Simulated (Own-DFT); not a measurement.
# What a defect does to the pressure of its cell: D0_22 TiAl3

Calculated, not measured: single-point runs of Own-DFT, a retired in-house plane-wave DFT program that no person has reviewed, on unrelaxed cells, without spin or spin-orbit coupling.

Common settings: PBE; PseudoDojo norm-conserving scalar-relativistic files; cutoff 42 hartree; 4 x 4 x 4 k mesh centred on Gamma; cold (Marzari-Vanderbilt) smearing of 0.2 eV.

Known weak points: forces on such cells failed a check on a denser k mesh; stress not checked against mesh or cutoff.

All runs share one cell, with vectors in Å (-2.365, -6.981, 4.326); (-7.667, 3.491, 1.442); (-2.950, -3.488, -7.241) and a volume of 625.4 Å³. Atoms were moved at random from their sites; u is the rms move along one axis. The defect's site can differ from row to row.

| cell | formula | u (Å) | P (GPa) |
|---|---|---|---|
| no defect | Al30Ti10 | 0.0195 | 1.98 |
| no defect | Al30Ti10 | 0.0471 | 2.59 |
| no defect | Al30Ti10 | 0.0493 | 2.72 |
| two Al on a Ti site each | Al32Ti8 | 0.0275 | 2.83 |
| two Al on a Ti site each | Al32Ti8 | 0.0294 | 2.87 |
| two Al on a Ti site each | Al32Ti8 | 0.0508 | 3.36 |
| two Al vacancies | Al28Ti10 | 0.0309 | ? |
| two Al vacancies | Al28Ti10 | 0.0314 | 1.12 |
| two Al vacancies | Al28Ti10 | 0.0492 | 1.49 |
| two Al vacancies | Al28Ti10 | 0.0536 | 1.65 |
| two Ti on an Al site each | Al28Ti12 | 0.0298 | 3.33 |
| two Ti on an Al site each | Al28Ti12 | 0.0479 | 3.66 |
| two Ti on an Al site each | Al28Ti12 | 0.0531 | 3.78 |
| one Ti vacancy | Al30Ti9 | 0.0300 | 1.82 |
| one Ti vacancy | Al30Ti9 | 0.0316 | 1.93 |
| one Ti vacancy | Al30Ti9 | 0.0525 | 2.18 |

## Working it out

P = P0 + c u² + a shift for each defect gives P0 = 1.98 GPa, c = 268 ± 22 GPa/Å² and a scatter of 0.07 GPa. The shifts, and each times the cell's volume:

- two Ti on an Al site each: 1.07 ± 0.06 GPa, 4.2 eV (2.1 eV for each of its 2 sites)
- two Al on a Ti site each: 0.67 ± 0.06 GPa, 2.6 eV (1.3 eV for each of its 2 sites)
- one Ti vacancy: -0.42 ± 0.06 GPa, -1.6 eV
- two Al vacancies: -1.12 ± 0.06 GPa, -4.4 eV (-2.2 eV for each of its 2 sites)

Positive is outwards. The product with the volume (160.2 GPa Å³ to the eV) is nearly free of the cell's size; divided by the bulk modulus at the cell's pressure it gives the volume that the defect adds. The atoms around the defects weren't relaxed, which would change these numbers.

## The run left out

The question: what pressure belongs in the blank (two Al vacancies, u = 0.0309 Å)?

The fitted form gives 1.12 ± 0.09 GPa. Computed: 1.34 GPa.
